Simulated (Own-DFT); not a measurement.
Simulation results for Hf36O71 (tetragonal hafnia with one neutral oxygen vacancy, atoms displaced)

A calculation, not a measurement: plane-wave PBE and HSE06 DFT by an unreviewed code, no spin, of a simulated cell at Gamma alone, so results move with cell size and shape, stress positive in tension, energies less offsets, not probed for a lower state with spin; hafnium file: forces about 75 meV/angstrom off all-electron values; oxygen file: force components 24 meV/angstrom off all-electron in a glass; k mesh not checked against a denser one; forces and stress are PBE's, HSE06 gives the energy alone, and its difference from PBE has offsets of its own; offsets are fitted by least squares, one for each functional and potential file, so energies compare only between cells with the same atoms and settings and are not formation energies; the far tail of each file's local potential was reset to the Coulomb form; each entry is a single point on an unrelaxed cell, so the pressure reflects the starting lattice, taken from the Materials Project, from which strain is counted, and rises with the displacements; printed positions are rounded, which can move forces by about a meV/angstrom; the program is a retired in-house code; no spin-orbit coupling. Program: Own-DFT development build.

Common to all runs: first functional PBE; second functional HSE06; exact exchange share 0.25; screening 0.11 1/bohr; exchange divergence Gygi-Baldereschi; potential files PseudoDojo norm-conserving, scalar-relativistic, made for PBE, standard set; wave cutoff 48 hartree; occupations fixed; k mesh 1 x 1 x 1 centred on Gamma.

```json
{"entry": 1, "formula": "Hf36O71", "kind": "tetragonal hafnia with one neutral oxygen vacancy, atoms displaced", "structure": {"cell_angstrom": [[10.78, 0.0, 0.0], [0.0, 10.78, 0.0], [0.0, 0.0, 10.4493]], "atoms_fractional": [["Hf", 0.9925, 0.99445, 0.99567], ["Hf", 0.17513, 0.16351, 0.24613], ["O", 0.98738, 0.15756, 0.15519], ["O", 0.16962, 0.98685, 0.34408], ["O", 0.9989, 0.16295, 0.3897], ["O", 0.15698, 0.99017, 0.0947], ["Hf", 0.99735, 0.00845, 0.49215], ["Hf", 0.15612, 0.17717, 0.7573], ["O", 0.9978, 0.15534, 0.65739], ["O", 0.16608, 0.00696, 0.86143], ["O", 0.00041, 0.18066, 0.90604], ["O", 0.16032, 0.9999, 0.60093], ["Hf", 0.99524, 0.33451, 0.9993], ["Hf", 0.17728, 0.50738, 0.2496], ["O", 0.99016, 0.50728, 0.15233], ["O", 0.16704, 0.32312, 0.36134], ["O", 0.01486, 0.49779, 0.40087], ["O", 0.16619, 0.3255, 0.09213], ["Hf", 0.98536, 0.33372, 0.49892], ["Hf", 0.17086, 0.49767, 0.73835], ["O", 0.99078, 0.50151, 0.65622], ["O", 0.15905, 0.32559, 0.8595], ["O", 0.99264, 0.49614, 0.90168], ["O", 0.15358, 0.32808, 0.59637], ["Hf", 0.99639, 0.6662, 0.00379], ["Hf", 0.16539, 0.82595, 0.24731], ["O", 0.00242, 0.82443, 0.13797], ["O", 0.16208, 0.66839, 0.34586], ["O", 0.98981, 0.84192, 0.40349], ["O", 0.16592, 0.67112, 0.0953], ["Hf", 0.99294, 0.66396, 0.50502], ["Hf", 0.15723, 0.83902, 0.75486], ["O", 0.00468, 0.82004, 0.64305], ["O", 0.14766, 0.65695, 0.83839], ["O", 0.16929, 0.65775, 0.59721], ["Hf", 0.32302, 0.99149, 0.00962], ["Hf", 0.50525, 0.16289, 0.25599], ["O", 0.3355, 0.16737, 0.14512], ["O", 0.48457, 0.00878, 0.34241], ["O", 0.34123, 0.17875, 0.40212], ["O", 0.48863, 0.00471, 0.08977], ["Hf", 0.34839, 0.00048, 0.502], ["Hf", 0.48644, 0.1645, 0.74163], ["O", 0.33696, 0.1716, 0.66165], ["O", 0.4966, 0.00076, 0.84155], ["O", 0.32639, 0.17106, 0.89692], ["O", 0.50482, 0.99195, 0.5975], ["Hf", 0.33287, 0.33801, 0.00488], ["Hf", 0.49929, 0.50369, 0.24476], ["O", 0.33472, 0.4905, 0.13867], ["O", 0.4939, 0.3402, 0.34569], ["O", 0.328, 0.50106, 0.40559], ["O", 0.51, 0.3358, 0.09443], ["Hf", 0.32688, 0.32763, 0.50173], ["Hf", 0.50815, 0.49724, 0.74285], ["O", 0.33407, 0.49979, 0.65686], ["O", 0.50328, 0.32927, 0.84742], ["O", 0.33323, 0.49846, 0.90279], ["O", 0.49667, 0.33673, 0.59247], ["Hf", 0.32939, 0.66436, 0.99914], ["Hf", 0.50141, 0.83718, 0.24686], ["O", 0.34045, 0.83748, 0.15998], ["O", 0.50206, 0.65888, 0.33684], ["O", 0.32032, 0.84131, 0.40278], ["O", 0.49704, 0.66182, 0.11182], ["Hf", 0.32235, 0.6623, 0.49145], ["Hf", 0.51118, 0.81454, 0.75029], ["O", 0.31433, 0.84357, 0.65751], ["O", 0.5003, 0.6632, 0.84665], ["O", 0.33207, 0.83252, 0.89922], ["O", 0.49763, 0.67144, 0.6091], ["Hf", 0.65586, 0.99489, 0.99956], ["Hf", 0.83683, 0.17129, 0.25478], ["O", 0.65786, 0.16768, 0.15379], ["O", 0.82763, 0.00148, 0.36044], ["O", 0.65512, 0.17702, 0.41076], ["O", 0.82454, 0.97653, 0.10783], ["Hf", 0.67021, 0.00716, 0.49708], ["Hf", 0.84071, 0.16075, 0.74557], ["O", 0.65753, 0.17024, 0.65118], ["O", 0.82626, 0.98871, 0.84701], ["O", 0.66097, 0.17095, 0.89666], ["O", 0.82829, 0.0022, 0.58347], ["Hf", 0.66007, 0.33135, 0.99289], ["Hf", 0.84507, 0.50378, 0.2511], ["O", 0.66286, 0.50247, 0.16936], ["O", 0.83144, 0.33591, 0.3346], ["O", 0.65722, 0.48781, 0.3929], ["O", 0.84585, 0.32499, 0.09953], ["Hf", 0.65838, 0.33494, 0.49123], ["Hf", 0.82259, 0.49428, 0.74062], ["O", 0.66785, 0.48577, 0.66251], ["O", 0.85328, 0.32851, 0.85109], ["O", 0.66492, 0.48603, 0.89165], ["O", 0.84156, 0.31854, 0.58826], ["Hf", 0.66494, 0.67651, 0.01235], ["Hf", 0.82524, 0.81751, 0.25887], ["O", 0.66854, 0.82745, 0.15407], ["O", 0.83823, 0.66849, 0.34555], ["O", 0.65815, 0.82881, 0.4021], ["O", 0.82945, 0.65308, 0.09207], ["Hf", 0.66797, 0.67724, 0.50164], ["Hf", 0.82398, 0.82639, 0.75475], ["O", 0.67956, 0.83104, 0.63507], ["O", 0.84758, 0.66662, 0.84395], ["O", 0.66486, 0.82904, 0.89864], ["O", 0.84513, 0.67951, 0.60488]]}, "results": {"PBE_energy_of_cell_above_offsets [eV]": "-87.132", "HSE06_less_PBE_above_offsets [eV]": "0.621", "PBE_pressure [GPa]": 5.4, "PBE_stress_xx [GPa]": -6.61, "PBE_stress_yy [GPa]": -4.17, "PBE_stress_zz [GPa]": -5.41, "PBE_stress_yz [GPa]": 0.07, "PBE_stress_xz [GPa]": 1.72, "PBE_stress_xy [GPa]": 0.22, "force_element": ["Hf", "Hf", "O", "O", "O", "O", "Hf", "Hf", "O", "O", "O", "O", "Hf", "Hf", "O", "O", "O", "O", "Hf", "Hf", "O", "O", "O", "O", "Hf", "Hf", "O", "O", "O", "O", "Hf", "Hf", "O", "O", "O", "Hf", "Hf", "O", "O", "O", "O", "Hf", "Hf", "O", "O", "O", "O", "Hf", "Hf", "O", "O", "O", "O", "Hf", "Hf", "O", "O", "O", "O", "Hf", "Hf", "O", "O", "O", "O", "Hf", "Hf", "O", "O", "O", "O", "Hf", "Hf", "O", "O", "O", "O", "Hf", "Hf", "O", "O", "O", "O", "Hf", "Hf", "O", "O", "O", "O", "Hf", "Hf", "O", "O", "O", "O", "Hf", "Hf", "O", "O", "O", "O", "Hf", "Hf", "O", "O", "O", "O"], "force_x [eV/angstrom]": [-0.248, -1.62, 2.413, -0.362, -0.439, 0.431, 1.488, 1.871, -0.094, -1.205, -0.38, 0.503, 0.963, -1.62, 4.135, 0.548, -1.413, -0.33, 5.303, -2.093, 0.446, 1.055, 0.378, 0.702, 0.401, -0.688, -1.298, 0.668, -0.003, 1.37, 2.931, 0.106, -0.792, 0.695, -0.577, -0.674, -1.265, -0.034, 0.878, -0.389, 2.537, -3.745, 4.491, -4.467, 0.784, 0.527, 0.121, 0.544, 0.626, -0.985, -0.112, -0.726, -2.102, -0.469, -2.68, 0.813, -0.651, -0.335, -0.007, 0.468, -0.659, -1.415, -0.342, 1.73, -0.253, 0.427, -2.715, 3.159, 0.39, 0.008, 0.892, 0.894, -0.473, 1.877, -1.306, 0.013, 0.004, 0.207, -2.972, 1.584, 0.834, 1.044, 0.961, 1.511, -3.064, 2.268, 0.451, 1.104, -3.55, -0.623, 4.953, -0.711, -2.215, 0.508, -4.638, -0.692, 2.773, -1.881, -0.286, 0.025, -0.754, -0.832, 3.461, -2.206, -1.204, -0.414, -4.268], "force_y [eV/angstrom]": [0.306, 0.283, -0.706, 2.667, 1.31, 0.244, -1.455, -1.904, 0.059, -0.964, -5.153, 0.781, 1.638, -2.72, 0.309, 0.961, 0.282, 0.334, 0.03, -0.298, -0.215, 3.065, 0.879, 0.26, -0.584, 2.514, -0.42, -0.54, -2.108, -0.928, 1.338, 0.517, 0.868, 1.529, -0.74, 1.975, 4.044, -0.313, -3.112, -3.058, -1.112, -0.522, 0.009, 0.16, -1.685, -0.637, -0.135, -2.274, -2.632, 1.129, -1.053, -0.276, 0.3, 1.185, -1.856, -0.163, 0.956, 1.077, 0.51, -0.224, -1.037, -0.391, 3.151, -2.304, 1.147, 2.054, 3.999, -0.676, -0.995, -1.41, -0.185, 3.174, -1.449, -1.013, -0.312, -2.554, 0.926, 0.586, 0.849, -0.502, 1.735, -1.857, 0.441, -1.298, -1.866, 0.528, 0.48, 3.188, 0.584, 0.599, -0.437, 0.606, 0.28, 2.979, 0.316, -2.923, 6.485, -0.635, -3.076, 0.9, 1.006, -1.637, -0.194, -0.651, -0.193, -0.355, -1.792], "force_z [eV/angstrom]": [0.793, 0.376, -0.438, -0.528, 1.115, 1.1, 1.061, 0.636, -1.257, -1.088, -1.175, -0.839, -0.381, 0.234, -0.34, -2.368, 0.039, 2.137, -2.708, 2.137, -1.658, -1.619, 1.064, 1.159, -2.837, -0.226, 1.228, 0.334, -0.994, 0.586, 0.097, -0.346, 1.662, 0.904, -1.019, -3.159, -1.818, 1.147, 1.105, -0.101, 1.352, 0.723, 4.183, -3.701, 0.158, 1.172, -0.489, -1.668, 0.194, 1.671, -0.089, -1.253, 0.456, 0.146, 2.424, -1.048, -0.836, -0.439, 0.234, -1.149, 1.1, -1.007, 2.659, 0.373, -2.64, 1.707, -0.763, -0.506, 1.509, 1.272, -1.819, -0.738, -1.842, 0.103, -1.912, -2.072, -1.686, 0.704, 1.625, -0.335, 0.243, 1.223, 2.557, 0.357, -0.617, -2.304, 2.319, 2.24, 0.633, 1.767, 5.082, -4.327, -2.599, 0.75, 2.11, -0.418, -2.074, -0.851, 2.738, -1.216, 1.037, 0.01, -0.616, 1.052, 0.432, -0.342, -0.986]}}
{"entry": 2, "formula": "Hf36O71", "kind": "tetragonal hafnia with one neutral oxygen vacancy, atoms displaced", "structure": {"cell_angstrom": [[10.78, 0.0, 0.0], [0.0, 10.78, 0.0], [0.0, 0.0, 10.4493]], "atoms_fractional": [["Hf", 0.9946, 0.00534, 0.99849], ["Hf", 0.17043, 0.16596, 0.24367], ["O", 0.00945, 0.16267, 0.15896], ["O", 0.16553, 0.00113, 0.35377], ["O", 0.00608, 0.17102, 0.39215], ["O", 0.16877, 0.99146, 0.10369], ["Hf", 0.00308, 0.00264, 0.49298], ["Hf", 0.16566, 0.16987, 0.75699], ["O", 0.00277, 0.16304, 0.64151], ["O", 0.17992, 0.99813, 0.85024], ["O", 0.99541, 0.1732, 0.90463], ["O", 0.1623, 0.99296, 0.59969], ["Hf", 0.01592, 0.3337, 0.00456], ["Hf", 0.17191, 0.50431, 0.25467], ["O", 0.99353, 0.5063, 0.14723], ["O", 0.16391, 0.34329, 0.34457], ["O", 0.9947, 0.49841, 0.38941], ["O", 0.16291, 0.33359, 0.10286], ["Hf", 0.9988, 0.33428, 0.5142], ["Hf", 0.15069, 0.49202, 0.7404], ["O", 0.00391, 0.5042, 0.65517], ["O", 0.16943, 0.32573, 0.84446], ["O", 0.99658, 0.49834, 0.90111], ["O", 0.1673, 0.33548, 0.6041], ["Hf", 0.99512, 0.67521, 0.00646], ["Hf", 0.17689, 0.8215, 0.25602], ["O", 0.9922, 0.84004, 0.14059], ["O", 0.16609, 0.66174, 0.3499], ["O", 0.00166, 0.82091, 0.39105], ["O", 0.16757, 0.66679, 0.08757], ["Hf", 0.99057, 0.65269, 0.50069], ["Hf", 0.1685, 0.82468, 0.74956], ["O", 0.99809, 0.82721, 0.65957], ["O", 0.15776, 0.66195, 0.86154], ["O", 0.98293, 0.81469, 0.89808], ["O", 0.15725, 0.66578, 0.59226], ["Hf", 0.34285, 0.00381, 0.00362], ["Hf", 0.49143, 0.15584, 0.25135], ["O", 0.32868, 0.18487, 0.14343], ["O", 0.48943, 0.00353, 0.33554], ["O", 0.35441, 0.16383, 0.40827], ["O", 0.50832, 0.00547, 0.09451], ["Hf", 0.31685, 0.01268, 0.49573], ["Hf", 0.49399, 0.16979, 0.75452], ["O", 0.32358, 0.1664, 0.64402], ["O", 0.50544, 0.00383, 0.8486], ["O", 0.33545, 0.15535, 0.89104], ["O", 0.49719, 0.00718, 0.60196], ["Hf", 0.32613, 0.33645, 0.98834], ["Hf", 0.49731, 0.50299, 0.2442], ["O", 0.34764, 0.50378, 0.1706], ["O", 0.49068, 0.33487, 0.34504], ["O", 0.3429, 0.49639, 0.40756], ["O", 0.49455, 0.33598, 0.10376], ["Hf", 0.3528, 0.33016, 0.50103], ["Hf", 0.49391, 0.48125, 0.75134], ["O", 0.32215, 0.49735, 0.64906], ["O", 0.51189, 0.33781, 0.86064], ["O", 0.32442, 0.4976, 0.89699], ["O", 0.50045, 0.32306, 0.59506], ["Hf", 0.3217, 0.66366, 0.98552], ["Hf", 0.503, 0.82693, 0.23918], ["O", 0.35111, 0.83995, 0.14595], ["O", 0.49981, 0.66902, 0.3512], ["O", 0.33596, 0.82581, 0.4027], ["O", 0.48705, 0.65487, 0.09795], ["Hf", 0.33467, 0.66728, 0.50512], ["Hf", 0.51336, 0.8441, 0.75061], ["O", 0.3313, 0.82115, 0.64995], ["O", 0.50028, 0.66742, 0.84324], ["O", 0.35153, 0.83306, 0.90079], ["O", 0.50541, 0.68084, 0.5927], ["Hf", 0.66713, 0.99224, 0.98122], ["Hf", 0.83624, 0.16304, 0.2556], ["O", 0.65959, 0.17195, 0.14817], ["O", 0.82825, 0.00533, 0.35008], ["O", 0.66582, 0.15115, 0.40031], ["O", 0.83509, 0.00571, 0.09522], ["Hf", 0.66686, 0.98778, 0.50923], ["Hf", 0.82059, 0.16302, 0.7502], ["O", 0.66077, 0.16269, 0.65857], ["O", 0.82622, 0.99969, 0.8452], ["O", 0.66315, 0.16583, 0.90288], ["O", 0.83606, 0.0041, 0.60647], ["Hf", 0.66463, 0.33131, 0.98887], ["Hf", 0.82174, 0.5023, 0.26057], ["O", 0.66351, 0.49916, 0.14657], ["O", 0.8308, 0.32935, 0.34849], ["O", 0.658, 0.5063, 0.39348], ["O", 0.82826, 0.33533, 0.1037], ["Hf", 0.66382, 0.32796, 0.49554], ["Hf", 0.82855, 0.5037, 0.74816], ["O", 0.66441, 0.51303, 0.64051], ["O", 0.84552, 0.34802, 0.85815], ["O", 0.6758, 0.49512, 0.89973], ["O", 0.81317, 0.32577, 0.58298], ["Hf", 0.66406, 0.66492, 0.01191], ["Hf", 0.82645, 0.82287, 0.25015], ["O", 0.66384, 0.82423, 0.15433], ["O", 0.82877, 0.67886, 0.34605], ["O", 0.65822, 0.82698, 0.41432], ["O", 0.83563, 0.66851, 0.10296], ["Hf", 0.66835, 0.66108, 0.4919], ["Hf", 0.83118, 0.82039, 0.74569], ["O", 0.83958, 0.67353, 0.85655], ["O", 0.6575, 0.83861, 0.90877], ["O", 0.82673, 0.66974, 0.59169]]}, "results": {"PBE_energy_of_cell_above_offsets [eV]": "-86.972", "HSE06_less_PBE_above_offsets [eV]": "0.667", "PBE_pressure [GPa]": 4.17, "PBE_stress_xx [GPa]": -4.2, "PBE_stress_yy [GPa]": -4.69, "PBE_stress_zz [GPa]": -3.62, "PBE_stress_yz [GPa]": 1.99, "PBE_stress_xz [GPa]": -1.74, "PBE_stress_xy [GPa]": -0.05, "force_element": ["Hf", "Hf", "O", "O", "O", "O", "Hf", "Hf", "O", "O", "O", "O", "Hf", "Hf", "O", "O", "O", "O", "Hf", "Hf", "O", "O", "O", "O", "Hf", "Hf", "O", "O", "O", "O", "Hf", "Hf", "O", "O", "O", "O", "Hf", "Hf", "O", "O", "O", "O", "Hf", "Hf", "O", "O", "O", "O", "Hf", "Hf", "O", "O", "O", "O", "Hf", "Hf", "O", "O", "O", "O", "Hf", "Hf", "O", "O", "O", "O", "Hf", "Hf", "O", "O", "O", "O", "Hf", "Hf", "O", "O", "O", "O", "Hf", "Hf", "O", "O", "O", "O", "Hf", "Hf", "O", "O", "O", "O", "Hf", "Hf", "O", "O", "O", "O", "Hf", "Hf", "O", "O", "O", "O", "Hf", "Hf", "O", "O", "O"], "force_x [eV/angstrom]": [0.648, -1.014, -0.972, 0.679, -0.218, 0.639, -0.857, -0.654, -0.723, -1.37, 0.549, -0.404, -5.948, -0.851, 1.05, 0.401, -0.686, 3.019, 0.598, 4.596, -5.413, 0.13, 1.348, -0.986, 0.646, -0.653, 0.85, 0.383, 0.209, 0.556, 1.889, 0.128, -0.167, 1.165, 1.122, 0.24, -1.436, 2.878, 0.226, 0.106, -1.577, -0.604, 1.873, 0.084, 0.677, 0.029, 0.452, -0.324, 1.9, 3.719, -7.544, 0.817, -0.564, -0.276, -4.168, 0.493, 2.19, -2.011, 0.793, 1.969, 2.067, -1.14, -3.222, 0.063, -1.359, 1.892, 1.111, -2.001, -0.095, 0.459, -1.034, 0.051, 1.001, -1.871, 0.78, 0.833, -0.524, -0.904, 0.159, 1.582, -0.263, 0.392, 0.538, -0.34, 1.564, 1.39, 0.729, -0.615, 1.445, 1.235, -1.61, -1.074, -0.564, -1.477, -0.446, 4.447, -0.84, 2.542, 0.85, -0.317, 0.588, -2.281, -3.247, 0.951, -2.219, 0.012, 1.129], "force_y [eV/angstrom]": [-1.835, 0.519, -0.111, -0.177, 0.004, 0.644, -0.354, -3.311, 1.099, -0.446, -1.232, 0.053, 2.06, -1.302, -0.297, -1.756, 0.082, 0.756, -1.935, 1.238, -0.554, 1.786, 0.097, 0.123, -2.664, 1.936, -0.73, 0.086, 1.004, 0.553, 2.691, 0.567, 0.035, 0.522, 5.399, -0.421, -2.315, 3.543, -1.696, -3.992, 1.505, -0.129, -3.603, -2.132, 0.273, 0.674, 3.132, -0.862, -1.641, -0.787, -0.325, -0.857, 0.747, 0.486, 1.48, 5.616, -0.2, -1.515, -0.644, 0.676, 1.638, 0.278, -0.221, -0.035, 1.463, 1.097, 0.164, -2.705, 0.393, -1.654, 0.334, -0.056, 4.92, 1.257, -0.077, -2.714, 1.893, 0.105, 1.43, 0.125, 0.538, -0.45, 0.249, -0.365, -0.3, -2.235, 1.239, 0.959, -2.228, -0.366, -0.707, 0.003, -1.686, -2.12, 1.976, 0.629, -1.489, 4.319, -0.209, -4.027, 2.02, 0.208, 0.188, 2.098, -2.831, -4.617, 0.018], "force_z [eV/angstrom]": [1.0, 1.027, -1.564, -0.214, 1.799, -0.549, 0.03, -1.938, 0.947, -0.379, -0.599, -0.043, -0.151, -1.246, 1.274, 0.631, 2.258, -0.214, -2.985, 3.307, -3.212, 1.759, -0.436, -0.468, 0.298, -0.97, 1.252, 0.021, 1.176, 2.841, -1.323, 0.001, -0.832, -2.484, -0.757, 0.735, 0.211, -2.315, -0.018, 1.341, -1.278, -0.379, 1.085, -0.971, 0.884, -0.151, 0.136, -0.215, 3.312, 2.486, -3.49, 1.12, 0.557, -2.53, -2.705, -1.065, 0.996, -1.474, -0.172, 3.254, 0.151, 3.13, -0.057, -1.093, -0.757, -0.817, 0.049, -1.184, 0.954, -0.429, 0.334, 0.174, 4.286, -2.285, 1.206, 0.533, 1.205, -0.429, -0.342, 0.324, -0.198, 0.113, -1.827, -1.121, 5.15, -3.035, -0.074, 0.631, 0.035, -0.672, -3.758, 2.989, 1.385, -2.897, -0.954, 3.172, -0.944, -1.78, -1.092, 2.075, -0.752, 0.61, 1.179, 0.168, -1.301, -2.181, 1.512]}}
```
